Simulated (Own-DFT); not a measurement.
# Which arrangement is lower? C36Si36, 72 atoms

The numbers are computed, not measured, by runs of the plane-wave DFT program Own-DFT (in-house, retired, unreviewed) at fixed positions, with no spin and no spin-orbit coupling.

Method: PBE; PseudoDojo norm-conserving scalar-relativistic files; cutoff 42 hartree; 4 x 4 x 3 k mesh centred on Gamma; Fermi-Dirac smearing of 0.1 eV.

Limits: forces on such cells passed a denser k mesh, each cell not checked; stress not checked against mesh or cutoff.

All cells hold the same atoms in the same cell, with vectors in Å (9.248, 0.000, 0.000); (-4.624, 8.009, 0.000); (0.000, 0.000, 10.068). Every atom was moved at random from its ideal site; u is the rms move along one axis. E is the free energy of the cell above the lowest run. The arrangements:

- A: 2H SiC
- B: 4H SiC

```
arrangement   u (Å)  E (eV)  P (GPa)
          A  0.0306   1.229     4.05
          A  0.0325   1.538     4.08
          A  0.0336   1.573     4.13
          A  0.0529   5.901     5.65
          A  0.0588   7.175     5.96
          A  0.0641  10.076     6.99
          B  0.0266   0.000     3.56
          B  0.0304   0.504     3.73
          B  0.0321   0.984     3.87
          B  0.0605   7.358     5.97
          B  0.0616   8.871     6.78
          B  0.0630   7.947     6.28
```

Q: which arrangement lies lowest after the energy of the random moves is removed?

## Worked answer

Fit E = a + b u², with one b for all and one a for each arrangement, and with residuals divided by u², since the noise grows with the moves. Then b = 2592 eV/Å², the scatter at u = 0.04 Å is 0.22 eV, and against A:

- B: -0.57 ± 0.10 eV (lower)

The cells share one lattice and weren't relaxed, which can shift such small differences either way.
